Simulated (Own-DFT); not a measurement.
# Computed records: Hf₃₆O₇₁ (tetragonal hafnia with one neutral oxygen vacancy, atoms displaced)

All values are calculated (Own-DFT development build). A calculation, not a measurement: plane-wave PBE and HSE06 DFT by an unreviewed code, no spin, of a simulated cell at Gamma alone, so results move with cell size and shape, stress positive in tension, energies less offsets, not probed for a lower state with spin; hafnium file: forces about 75 meV/angstrom off all-electron values; oxygen file: force components 24 meV/angstrom off all-electron in a glass; k mesh not checked against a denser one; forces and stress are PBE's, HSE06 gives the energy alone, and its difference from PBE has offsets of its own; offsets are fitted by least squares, one for each functional and potential file, so energies compare only between cells with the same atoms and settings and are not formation energies; the far tail of each file's local potential was reset to the Coulomb form; each entry is a single point on an unrelaxed cell, so the pressure reflects the starting lattice, taken from the Materials Project, from which strain is counted, and rises with the displacements; printed positions are rounded, which can move forces by about a meV/angstrom; the program is a retired in-house code; no spin-orbit coupling.

Settings shared by all entries: first functional PBE; second functional HSE06; exact exchange share 0.25; screening 0.11 1/bohr; exchange divergence Gygi-Baldereschi; potential files PseudoDojo norm-conserving, scalar-relativistic, made for PBE, standard set; wave cutoff 48 hartree; occupations fixed; k mesh 1 x 1 x 1 centred on Gamma.

(1) Hf₃₆O₇₁ (tetragonal hafnia with one neutral oxygen vacancy, atoms displaced)

```
CELL_PARAMETERS angstrom
10.78000 0.00000 0.00000
0.00000 10.78000 0.00000
0.00000 0.00000 10.44930
ATOMIC_POSITIONS crystal
Hf 0.98937 0.99683 0.00975
Hf 0.17136 0.17106 0.23433
O 0.01046 0.14381 0.14462
O 0.16781 0.98882 0.35132
O 0.99995 0.17168 0.41557
O 0.16107 0.00753 0.10972
Hf 0.98855 0.01056 0.50628
Hf 0.17252 0.15116 0.74804
O 0.00471 0.16808 0.64027
O 0.16263 0.99072 0.83137
O 0.01324 0.15455 0.89372
O 0.15865 0.99014 0.60029
Hf 0.99383 0.32382 0.00294
Hf 0.16442 0.50212 0.25554
O 0.98551 0.49810 0.14391
O 0.16174 0.33539 0.33805
O 0.99473 0.50970 0.39977
O 0.16985 0.32658 0.10215
Hf 0.00274 0.33122 0.49764
Hf 0.17774 0.50236 0.74944
O 0.00378 0.49733 0.65741
O 0.16209 0.34263 0.86528
O 0.99931 0.49642 0.90607
O 0.16497 0.33795 0.60589
Hf 0.99916 0.64947 0.00900
Hf 0.15513 0.83724 0.24044
O 0.17196 0.66968 0.34312
O 0.00315 0.83216 0.39634
O 0.17094 0.65769 0.10183
Hf 0.99760 0.66628 0.51349
Hf 0.16098 0.83151 0.74988
O 0.01107 0.83431 0.64007
O 0.17814 0.66340 0.84867
O 0.00183 0.84114 0.89662
O 0.17238 0.67082 0.59400
Hf 0.33192 0.99531 0.00815
Hf 0.49563 0.17263 0.25803
O 0.32660 0.16910 0.15865
O 0.49747 0.00026 0.35105
O 0.33191 0.18170 0.40424
O 0.50506 0.01319 0.08602
Hf 0.32420 0.00814 0.50446
Hf 0.49730 0.16589 0.75185
O 0.32426 0.17290 0.65549
O 0.50630 0.00334 0.84756
O 0.34189 0.15723 0.90803
O 0.50334 0.00810 0.59906
Hf 0.33299 0.34195 0.00616
Hf 0.49244 0.49654 0.25819
O 0.33482 0.50696 0.13295
O 0.50960 0.32304 0.34734
O 0.32387 0.51083 0.38762
O 0.49738 0.31485 0.10305
Hf 0.33413 0.34610 0.50370
Hf 0.48731 0.49837 0.74727
O 0.33890 0.50412 0.65126
O 0.51882 0.33897 0.83776
O 0.33150 0.50529 0.90587
O 0.49814 0.34246 0.59729
Hf 0.34279 0.66685 0.99547
Hf 0.49604 0.83472 0.23781
O 0.33942 0.84312 0.15387
O 0.51074 0.67660 0.35736
O 0.34127 0.83671 0.40900
O 0.50161 0.67017 0.09814
Hf 0.34065 0.66011 0.48924
Hf 0.51174 0.83301 0.74259
O 0.33818 0.83686 0.66056
O 0.50573 0.66746 0.85144
O 0.33385 0.84479 0.90785
O 0.50332 0.65877 0.59681
Hf 0.67436 0.99753 0.99095
Hf 0.82071 0.17048 0.22570
O 0.65839 0.17040 0.16328
O 0.83663 0.01567 0.34218
O 0.66637 0.16649 0.41120
O 0.83160 0.00557 0.09752
Hf 0.65615 0.99178 0.50517
Hf 0.83963 0.16875 0.75271
O 0.66828 0.15772 0.64960
O 0.82916 0.97968 0.84948
O 0.67087 0.17230 0.89370
O 0.83068 0.00538 0.58540
Hf 0.66570 0.34442 0.00624
Hf 0.84216 0.49134 0.25672
O 0.67051 0.51506 0.15887
O 0.82766 0.32994 0.33953
O 0.66524 0.50552 0.40829
O 0.82269 0.32357 0.10069
Hf 0.65400 0.33086 0.48821
Hf 0.82598 0.49664 0.74583
O 0.66393 0.50177 0.66118
O 0.83438 0.32004 0.84654
O 0.66363 0.51417 0.89750
O 0.83321 0.32489 0.59579
Hf 0.66765 0.66031 0.99206
Hf 0.83238 0.83353 0.24382
O 0.68170 0.82448 0.14464
O 0.82925 0.66223 0.33016
O 0.65638 0.82928 0.40688
O 0.83035 0.67953 0.08678
Hf 0.65810 0.66267 0.50169
Hf 0.84096 0.83237 0.75355
O 0.65328 0.84801 0.65271
O 0.83293 0.65598 0.84824
O 0.67508 0.83574 0.90799
O 0.84678 0.65954 0.60492
```

```
PBE energy of cell above offsets : -87.281 eV
HSE06 less PBE above offsets     : 0.606 eV
PBE pressure                     : 5.47 GPa
PBE stress xx                    : -6.73 GPa
PBE stress yy                    : -3.77 GPa
PBE stress zz                    : -5.91 GPa
PBE stress yz                    : -1.83 GPa
PBE stress xz                    : 0.78 GPa
PBE stress xy                    : 0.21 GPa
```

Force:
| element | x (eV/Å) | y (eV/Å) | z (eV/Å) |
| --- | --- | --- | --- |
| Hf | 2.531 | -0.723 | -1.422 |
| Hf | -2.25 | -1.541 | 3.696 |
| O | -3.197 | 3.118 | -0.022 |
| O | 0.851 | 2.011 | -0.283 |
| O | 0.711 | 0.139 | -2.237 |
| O | 1.225 | -2.205 | -1.875 |
| Hf | 2.002 | -1.365 | -2.998 |
| Hf | -2.878 | 1.417 | 1.127 |
| O | 0.021 | -0.229 | 2.165 |
| O | 0.888 | 1.474 | 2.324 |
| O | -1.527 | 1.091 | 0.848 |
| O | 1.599 | 1.543 | -0.309 |
| Hf | 2.302 | 0.556 | -2.274 |
| Hf | -0.763 | 1.765 | -1.364 |
| O | 2.285 | -0.718 | 0.067 |
| O | -0.018 | 0.705 | 1.38 |
| O | 0.549 | -1.561 | -0.361 |
| O | -1.212 | 0.648 | -0.195 |
| Hf | -0.688 | 0.453 | 1.312 |
| Hf | -3.203 | -0.742 | 0.882 |
| O | -0.004 | 0.339 | 0.041 |
| O | 1.049 | -0.936 | -1.175 |
| O | -0.512 | -1.149 | 0.222 |
| O | 1.671 | 0.594 | -1.352 |
| Hf | -0.227 | 1.984 | -1.154 |
| Hf | -0.346 | 0.117 | 1.971 |
| O | 0.182 | -0.32 | -0.188 |
| O | -0.839 | -0.457 | -0.235 |
| O | -0.743 | 0.668 | -0.491 |
| Hf | 2.693 | 1.369 | -2.495 |
| Hf | 2.012 | -1.324 | -0.661 |
| O | -3.121 | -0.492 | 1.052 |
| O | -0.539 | 0.428 | -0.045 |
| O | -0.188 | -2.265 | 0.36 |
| O | 0.414 | -1.05 | 0.07 |
| Hf | 0.603 | 0.77 | -0.261 |
| Hf | -0.482 | -4.971 | -1.391 |
| O | 3.121 | -0.239 | -1.181 |
| O | 0.001 | 0.55 | -1.071 |
| O | 0.068 | -0.315 | 0.703 |
| O | -0.053 | -1.007 | 1.212 |
| Hf | 0.175 | -2.09 | -1.115 |
| Hf | 1.743 | -1.316 | 0.226 |
| O | 2.526 | -0.042 | -1.196 |
| O | 0.578 | -0.869 | -0.853 |
| O | -0.616 | 2.031 | -0.462 |
| O | -3.183 | 0.514 | 0.544 |
| Hf | -1.358 | -1.551 | -1.044 |
| Hf | 1.94 | 2.23 | -1.86 |
| O | 0.896 | -1.488 | 2.628 |
| O | -0.724 | 5.155 | 1.304 |
| O | 1.629 | -3.467 | -0.44 |
| O | 0.412 | 2.029 | -0.605 |
| Hf | -2.111 | -2.36 | 0.368 |
| Hf | 4.364 | 1.144 | 1.724 |
| O | -2.101 | -0.33 | -2.188 |
| O | -1.182 | -0.362 | 1.275 |
| O | 1.224 | -1.618 | -2.009 |
| O | -0.851 | -0.175 | -0.517 |
| Hf | -1.198 | 1.897 | 0.072 |
| Hf | 2.558 | 0.742 | 2.234 |
| O | -2.088 | -0.248 | -0.521 |
| O | -1.581 | -2.747 | -1.529 |
| O | 0.317 | -0.88 | 0.308 |
| O | -0.21 | 0.032 | 0.667 |
| Hf | -1.458 | 5.829 | 1.538 |
| Hf | -5.82 | 0.853 | 3.832 |
| O | 0.212 | 0.077 | -0.246 |
| O | -0.963 | 0.24 | -0.698 |
| O | -0.034 | -2.041 | 0.175 |
| O | -1.183 | 0.104 | 0.856 |
| Hf | -2.537 | 0.781 | -0.25 |
| Hf | 2.595 | -2.046 | 4.612 |
| O | -0.682 | -0.02 | -1.732 |
| O | -0.132 | -1.592 | -0.802 |
| O | -0.728 | -0.3 | -1.051 |
| O | -0.965 | 0.212 | 0.177 |
| Hf | 1.282 | 1.786 | -1.911 |
| Hf | -1.327 | -1.532 | -2.558 |
| O | -0.398 | 0.888 | 1.245 |
| O | 0.299 | 4.377 | 0.297 |
| O | 0.332 | -0.411 | 1.894 |
| O | -1.106 | -1.191 | 2.446 |
| Hf | -1.806 | -0.997 | -2.074 |
| Hf | -2.028 | 2.323 | 0.39 |
| O | -1.305 | -1.818 | -0.455 |
| O | 0.11 | -0.402 | 0.851 |
| O | -0.775 | -1.731 | -0.708 |
| O | 1.732 | 0.586 | -1.088 |
| Hf | 3.297 | -0.996 | 2.44 |
| Hf | 1.84 | -0.395 | 0.009 |
| O | -0.458 | 0.13 | -1.018 |
| O | 0.53 | 3.12 | 1.63 |
| O | 0.629 | -5.144 | 0.058 |
| O | -0.42 | 0.756 | -0.248 |
| Hf | 0.352 | 3.64 | 2.436 |
| Hf | 1.472 | -0.167 | 1.802 |
| O | -3.369 | 1.658 | 0.604 |
| O | -0.114 | 0.875 | 1.188 |
| O | 1.311 | 0.333 | -0.044 |
| O | 2.195 | -0.352 | 0.108 |
| Hf | 2.109 | 1.146 | -0.777 |
| Hf | 0.627 | -2.419 | -0.575 |
| O | 5.914 | -1.022 | -1.933 |
| O | 0.278 | 1.672 | -0.625 |
| O | -0.726 | -1.722 | -1.595 |
| O | -3.933 | 0.554 | 0.404 |

(2) Hf₃₆O₇₁ (tetragonal hafnia with one neutral oxygen vacancy, atoms displaced)

```
CELL_PARAMETERS angstrom
10.78000 0.00000 0.00000
0.00000 10.78000 0.00000
0.00000 0.00000 10.44930
ATOMIC_POSITIONS crystal
Hf 0.99350 0.00763 0.99080
Hf 0.16675 0.15856 0.25031
O 0.00848 0.16263 0.15012
O 0.17413 0.99126 0.34744
O 0.99235 0.16827 0.40729
O 0.16306 0.99257 0.10231
Hf 0.00319 0.00387 0.50396
Hf 0.16525 0.17040 0.75423
O 0.98674 0.16725 0.65607
O 0.15123 0.00134 0.84763
O 0.16602 0.00295 0.60761
Hf 0.00802 0.32964 0.01364
Hf 0.16744 0.50879 0.24517
O 0.00425 0.50094 0.12958
O 0.15538 0.33203 0.35044
O 0.01152 0.50270 0.39132
O 0.16193 0.33568 0.08957
Hf 0.99737 0.32831 0.49379
Hf 0.17630 0.49828 0.74270
O 0.99619 0.49828 0.65906
O 0.17111 0.33457 0.85063
O 0.00245 0.49522 0.89912
O 0.17457 0.32878 0.58374
Hf 0.00726 0.65150 0.00212
Hf 0.16868 0.82824 0.24322
O 0.99533 0.83468 0.16008
O 0.16681 0.65768 0.34476
O 0.00775 0.83806 0.39906
O 0.16283 0.66442 0.09996
Hf 0.00645 0.64584 0.49850
Hf 0.17670 0.83503 0.74330
O 0.99826 0.82323 0.63599
O 0.16605 0.66004 0.84584
O 0.01133 0.82827 0.90257
O 0.17054 0.67344 0.59980
Hf 0.33975 0.00331 0.99601
Hf 0.47912 0.15737 0.24704
O 0.34050 0.15752 0.16037
O 0.49203 0.00723 0.34891
O 0.34305 0.16605 0.40003
O 0.49845 0.00003 0.09166
Hf 0.32346 0.99240 0.49824
Hf 0.49142 0.16991 0.75439
O 0.32826 0.16253 0.63990
O 0.50827 0.99491 0.83537
O 0.33853 0.17388 0.89956
O 0.49096 0.99398 0.59848
Hf 0.33234 0.33904 0.99821
Hf 0.49737 0.49784 0.24493
O 0.33656 0.49815 0.14296
O 0.49694 0.32659 0.34380
O 0.33010 0.49364 0.39401
O 0.49263 0.32695 0.09889
Hf 0.34750 0.34369 0.51054
Hf 0.48782 0.49918 0.74397
O 0.34060 0.50958 0.66268
O 0.50147 0.32407 0.84361
O 0.34904 0.50013 0.91048
O 0.49999 0.33084 0.60265
Hf 0.33182 0.65757 0.00348
Hf 0.49439 0.83188 0.25242
O 0.32066 0.83160 0.16101
O 0.50363 0.67049 0.34499
O 0.33223 0.83246 0.40564
O 0.50214 0.66372 0.10520
Hf 0.32879 0.66226 0.50389
Hf 0.51242 0.82284 0.74539
O 0.33845 0.84298 0.65810
O 0.49392 0.65580 0.85712
O 0.33931 0.83147 0.90091
O 0.50287 0.66912 0.60337
Hf 0.66508 0.01190 0.99734
Hf 0.83593 0.17568 0.24807
O 0.67697 0.16534 0.15335
O 0.83173 0.00316 0.34048
O 0.65660 0.18327 0.39891
O 0.84075 0.00558 0.08943
Hf 0.65889 0.00387 0.50003
Hf 0.83623 0.16488 0.74021
O 0.67098 0.16564 0.65385
O 0.83459 0.99084 0.85393
O 0.65853 0.15933 0.89340
O 0.82711 0.99946 0.59412
Hf 0.67179 0.32565 0.00520
Hf 0.83201 0.49703 0.25820
O 0.65893 0.48370 0.14670
O 0.84103 0.33428 0.34702
O 0.66540 0.49544 0.39472
O 0.82865 0.32588 0.09467
Hf 0.66944 0.34754 0.48907
Hf 0.83518 0.49160 0.75623
O 0.66245 0.49615 0.65438
O 0.82750 0.33495 0.83618
O 0.66859 0.50317 0.90549
O 0.82291 0.33518 0.58637
Hf 0.66635 0.68040 0.00548
Hf 0.83447 0.83493 0.25373
O 0.67469 0.84428 0.15129
O 0.83955 0.66570 0.34239
O 0.66028 0.83071 0.41324
O 0.84303 0.67749 0.10984
Hf 0.65455 0.65364 0.49914
Hf 0.83253 0.83639 0.74642
O 0.66421 0.82836 0.65202
O 0.84301 0.66822 0.83930
O 0.67141 0.82231 0.90240
O 0.83644 0.66570 0.59437
```

```
PBE energy of cell above offsets : -88.232 eV
HSE06 less PBE above offsets     : 0.562 eV
PBE pressure                     : 4.84 GPa
PBE stress xx                    : -6.4 GPa
PBE stress yy                    : -3.08 GPa
PBE stress zz                    : -5.03 GPa
PBE stress yz                    : 0.35 GPa
PBE stress xz                    : -0.84 GPa
PBE stress xy                    : -0.22 GPa
```

Force:
| element | x (eV/Å) | y (eV/Å) | z (eV/Å) |
| --- | --- | --- | --- |
| Hf | 1.48 | -2.131 | 0.048 |
| Hf | 0.74 | -0.035 | 1.169 |
| O | -0.881 | 1.015 | -0.039 |
| O | -0.145 | 2.048 | 0.598 |
| O | 0.636 | -1.064 | -0.698 |
| O | 1.258 | 0.974 | -0.973 |
| Hf | -1.39 | -3.422 | -0.577 |
| Hf | 0.153 | -1.234 | -0.736 |
| O | 4.755 | 0.604 | -1.545 |
| O | 1.216 | 1.239 | -0.507 |
| O | -0.796 | -0.163 | -0.631 |
| Hf | -3.116 | 0.217 | -3.509 |
| Hf | -0.521 | -2.919 | -0.185 |
| O | -0.834 | -1.034 | 3.262 |
| O | -0.023 | -0.388 | -2.099 |
| O | -1.227 | -2.491 | -0.594 |
| O | 3.862 | -0.408 | 2.136 |
| Hf | 1.014 | 1.041 | 0.542 |
| Hf | -4.577 | 0.199 | 2.36 |
| O | 2.675 | -0.262 | -1.956 |
| O | 0.173 | 0.534 | -0.963 |
| O | -0.028 | -1.347 | -0.255 |
| O | -1.235 | 1.047 | 1.945 |
| Hf | -3.059 | 3.013 | -2.201 |
| Hf | -5.437 | 1.115 | 1.719 |
| O | 1.371 | 0.079 | -0.477 |
| O | 0.839 | 1.694 | 1.312 |
| O | -0.143 | -0.568 | 0.864 |
| O | 1.959 | -0.254 | 0.569 |
| Hf | -2.808 | 5.362 | 1.644 |
| Hf | -3.362 | 0.014 | 1.978 |
| O | 0.738 | 1.352 | 1.891 |
| O | 1.332 | -0.612 | -0.293 |
| O | -0.134 | 0.426 | 0.349 |
| O | 0.598 | -1.3 | -0.25 |
| Hf | -1.966 | -1.396 | -0.492 |
| Hf | 7.914 | 2.494 | 3.977 |
| O | -7.809 | 0.007 | -4.705 |
| O | 0.687 | -3.307 | -0.1 |
| O | -1.375 | 0.62 | 0.56 |
| O | -0.112 | -0.206 | 0.491 |
| Hf | 1.73 | 2.519 | 0.702 |
| Hf | 1.545 | -2.37 | -2.481 |
| O | 0.22 | 0.747 | 1.944 |
| O | -0.553 | 0.08 | 1.414 |
| O | -0.626 | -1.765 | 0.184 |
| O | 1.315 | 0.17 | -1.118 |
| Hf | 1.021 | -0.654 | 0.358 |
| Hf | 0.657 | -1.259 | -0.275 |
| O | -1.196 | 0.336 | 0.686 |
| O | -0.614 | 2.48 | 0.186 |
| O | 0.458 | 1.783 | 1.233 |
| O | 0.377 | -0.153 | -0.688 |
| Hf | -1.456 | -4.136 | -3.593 |
| Hf | 8.294 | -0.735 | 5.176 |
| O | -4.14 | -0.081 | -4.387 |
| O | -0.474 | 2.974 | 0.858 |
| O | -1.107 | -1.121 | -1.782 |
| O | 0.9 | 0.764 | 0.205 |
| Hf | 1.082 | 2.383 | -0.746 |
| Hf | 1.388 | 1.029 | -0.053 |
| O | 4.973 | -0.25 | -2.017 |
| O | -0.365 | -1.701 | 0.95 |
| O | 0.329 | -2.422 | 0.001 |
| O | -0.744 | 0.928 | 0.016 |
| Hf | 0.862 | 1.56 | -1.768 |
| Hf | -1.874 | 1.128 | 1.939 |
| O | -0.074 | -1.231 | -1.071 |
| O | 0.203 | 1.338 | -1.074 |
| O | -0.776 | 0.397 | 1.162 |
| O | -2.177 | -0.735 | -0.388 |
| Hf | 1.738 | -2.045 | 0.659 |
| Hf | -0.712 | -3.104 | -0.21 |
| O | -2.001 | -0.372 | -1.124 |
| O | -0.362 | 1.008 | 0.516 |
| O | 1.411 | -1.847 | 0.62 |
| O | -1.574 | 0.51 | 0.455 |
| Hf | -0.36 | 1.22 | -0.166 |
| Hf | -4.334 | -0.426 | 2.556 |
| O | -1.595 | -0.487 | -0.329 |
| O | 0.224 | 1.791 | -0.955 |
| O | 0.414 | 1.747 | 0.903 |
| O | 0.979 | -0.131 | 0.173 |
| Hf | -2.186 | 1.585 | -1.694 |
| Hf | -0.123 | 2.588 | -2.999 |
| O | 1.396 | 0.379 | 1.613 |
| O | 0.206 | 1.02 | 0.451 |
| O | 0.164 | 2.688 | -1.882 |
| O | 2.702 | 0.357 | 1.056 |
| Hf | -1.696 | -5.085 | 2.58 |
| Hf | -1.639 | 3.68 | -0.355 |
| O | -0.522 | 0.58 | -1.076 |
| O | 0.086 | -2.992 | 1.616 |
| O | 0.495 | -0.438 | 0.654 |
| O | 2.515 | 0.229 | 0.508 |
| Hf | 1.67 | -3.386 | 0.506 |
| Hf | 1.333 | -0.08 | -0.232 |
| O | -2.313 | -0.556 | 0.35 |
| O | -0.389 | -1.492 | 1.188 |
| O | -0.2 | -0.056 | -0.67 |
| O | -1.737 | -1.497 | -1.665 |
| Hf | 3.509 | 2.773 | 0.763 |
| Hf | 1.899 | -2.283 | -0.502 |
| O | 1.522 | 0.224 | -0.356 |
| O | -0.271 | -0.444 | 0.639 |
| O | -0.781 | 2.744 | -1.28 |
| O | -1.072 | -0.964 | -1.516 |
